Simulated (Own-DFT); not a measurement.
# Response to strain: 4H SiC, 32 atoms (C16Si16)

All numbers below are calculated, not measured. They come from Own-DFT, an in-house plane-wave density functional program, since retired, whose code no person has reviewed. Each row is one single-point run on a periodic cell that was not relaxed, without spin or spin-orbit coupling.

Settings of every run: PBE; PseudoDojo norm-conserving scalar-relativistic files; cutoff 42 hartree; 5 x 5 x 3 k mesh centred on Gamma; Fermi-Dirac smearing of 0.1 eV.

Known limits: forces on such cells passed a denser k mesh, each cell not checked; stress not checked against mesh or cutoff.

Unstrained cell vectors in Å: (6.165, 0.000, 0.000); (-3.083, 5.339, 0.000); (0.000, 0.000, 10.068). The unstrained cell has measured lattice constants (interpolated for alloys), not those of this functional. That, the random moves and any unrelaxed bonds set the pressure at no strain. Each run strains this cell uniformly, with the atoms carried along. Every atom was also moved at random, by a Gaussian of width 0.05 Å on each axis. Strain is the symmetric tensor, in per cent. Stress is positive in tension, and the pressure is minus a third of its trace.

```
run,e_xx (%),e_yy (%),e_zz (%),e_yz (%),e_xz (%),e_xy (%),s_xx (GPa),s_yy (GPa),s_zz (GPa),s_yz (GPa),s_xz (GPa),s_xy (GPa),P (GPa),E (meV/atom)
1,1.30,0.62,1.43,0.49,-1.24,1.08,1.41,1.41,3.27,-0.18,-4.09,4.36,-2.03,2.7
2,0.13,-1.90,0.98,1.28,-1.18,-1.47,-6.36,-16.10,0.19,3.87,-3.72,-5.29,7.42,34.2
3,0.52,0.05,-0.36,-1.97,-1.73,-0.13,-1.83,-2.48,-8.74,-6.77,-4.91,0.18,4.35,0.0
4,1.61,-1.24,-1.49,0.13,-0.15,-0.61,0.49,-10.00,-14.54,0.51,0.75,-2.49,8.02,13.9
5,1.38,1.76,0.18,-1.45,-1.33,-1.46,4.43,6.04,-5.58,-5.23,-3.78,-6.44,-1.63,2.9
6,1.53,0.75,1.75,0.69,1.22,-1.73,4.29,1.73,3.20,1.27,3.37,-6.89,-3.07,15.7
7,-1.36,0.18,0.28,1.25,-0.01,-1.42,-14.01,-3.68,-4.85,4.30,0.53,-7.51,7.51,24.9
8,-0.35,-0.66,-0.41,-0.76,0.74,1.97,-5.14,-11.09,-9.33,-3.54,1.85,9.89,8.52,6.9
9,-1.82,-0.81,0.08,1.90,0.37,-1.18,-16.99,-11.27,-6.59,6.77,2.30,-6.16,11.62,39.7
10,-1.08,-1.79,0.59,-0.39,-1.20,-0.27,-14.68,-17.00,-1.58,-1.98,-6.02,-2.22,11.09,20.8
11,-1.93,1.21,-1.11,0.71,-0.38,1.11,-14.50,-0.57,-14.00,3.23,-1.01,4.16,9.69,20.4
12,-0.96,0.08,1.35,-1.54,0.33,0.48,-9.78,-3.47,2.00,-5.36,2.71,4.47,3.75,8.6
13,0.44,-0.60,-1.03,1.10,1.12,-1.80,-3.17,-6.49,-15.54,3.78,3.74,-7.86,8.40,24.5
14,0.86,1.30,1.71,-0.90,-1.38,-1.00,1.63,3.18,3.22,-1.76,-4.82,-2.16,-2.67,21.1
15,-1.58,1.32,-1.59,1.28,-0.30,1.82,-16.11,-1.38,-17.23,5.39,-1.42,13.22,11.57,88.2
16,0.48,-0.80,0.58,-0.10,-0.67,-1.36,?,?,?,?,?,?,?,?
```

E is the free energy for each atom above the lowest run shown.

## Worked fit

Each stress component was fitted by least squares to a constant and the strains of the runs shown, as fractions, with shears doubled. Shear strains stay in the fit of a normal stress only where such slopes are resolved. The slopes, in GPa:

| stress | at no strain | per e_xx | per e_yy | per e_zz | scatter |
|---|---|---|---|---|---|
| s_xx | -5.6 | 568 ± 34 | 100 ± 36 | 35 ± 38 | 1.56 |
| s_yy | -4.8 | 122 ± 30 | 562 ± 32 | 36 ± 33 | 1.37 |
| s_zz | -6.7 | 4 ± 22 | -34 ± 24 | 636 ± 25 | 1.02 |

Each shear stress against twice its own strain: yz 166 ± 10, xz 170 ± 17, xy 246 ± 24 GPa. These are stiffnesses along x, y and z of the frame in which the cell vectors are given, which need not be the crystal's axes. The atoms are held to the strained lattice; where symmetry lets them move under strain, relaxing them would lower some slopes. The table should be nearly symmetric about its diagonal, and what it lacks of that shows the noise. A ninth of its sum, 226 ± 7 GPa, estimates the bulk modulus near the mean pressure of these runs, 5.5 GPa, so it lies above the value at zero pressure.

## Withheld run

Question: what normal stresses and pressure should run 16 give?

The fit gives s_xx = -3.5, s_yy = -8.5, s_zz = -2.8 and P = 4.9 GPa. The calculation gave -4.26, -7.30, -1.85 and P = 4.47 GPa.
